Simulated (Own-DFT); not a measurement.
# Shaking the atoms of grey tin, 64 atoms (Sn64)

These are calculations, not measurements. The program, named Own-DFT, is a retired in-house plane-wave density functional code that no person has reviewed. Each row is one single-point run on a periodic cell that was not relaxed, without spin or spin-orbit coupling.

Settings of every run: PBE; PseudoDojo norm-conserving scalar-relativistic files; cutoff 42 hartree; 3 x 3 x 3 k mesh centred on Gamma; cold (Marzari-Vanderbilt) smearing of 0.2 eV.

Known limits: forces on such cells moved up to 12 meV/angstrom on a denser k mesh; stress not checked against mesh or cutoff.

Cell vectors in Å: (12.978, 0.000, 0.000); (0.000, 12.978, 0.000); (0.000, 0.000, 12.978). In each run every atom was moved at random and independently from its ideal site; u is the rms move along one axis. E is the free energy for each atom above the fitted value at u = 0, and F the rms of the force components.

| run | u (Å) | E (meV/atom) | F (eV/Å) | largest force (eV/Å) | P (GPa) |
|---|---|---|---|---|---|
| 1 | 0.0199 | 5.5 | 0.215 | 0.63 | 3.38 |
| 2 | 0.0200 | 6.0 | 0.232 | 0.66 | 3.39 |
| 3 | 0.0221 | 5.9 | 0.223 | 0.69 | 3.38 |
| 4 | 0.0489 | ? | ? | ? | ? |
| 5 | 0.0512 | 29.2 | 0.510 | 1.93 | 3.59 |
| 6 | 0.0541 | 39.5 | 0.617 | 1.96 | 3.72 |
| 7 | 0.0985 | 142.7 | 1.344 | 5.51 | 4.69 |
| 8 | 0.1118 | 156.9 | 1.334 | 4.67 | 4.81 |
| 9 | 0.1418 | 263.9 | 1.944 | 8.88 | 5.76 |

## Worked fit

For small independent moves the energy grows as E = (3/2) K u², with K the mean stiffness felt by one atom. The runs with u up to 0.11 Å give K = 8.9 ± 0.6 eV/Å², with residuals divided by u² + 0.0006 Å², since the noise grows with the moves. The scatter is 3.7 meV/atom at u = 0.05 Å. The forces follow F = G u with G = 11.3 eV/Å²; no force at u = 0 is resolved. G exceeds K because the moves of its neighbours add to the force on an atom, and stiffness differs between atoms. At u = 0.142 Å the parabola gives 268 meV/atom and the run 264. The pressure follows P = 3.30 + 141 u² GPa: at fixed volume, shortened bonds push harder than stretched ones pull.

## Withheld run

Question: what energy and rms force should run 4 give?

The fit gives 32 ± 4 meV/atom and about 0.55 eV/Å. The calculation gave 32.8 meV/atom and 0.569 eV/Å.
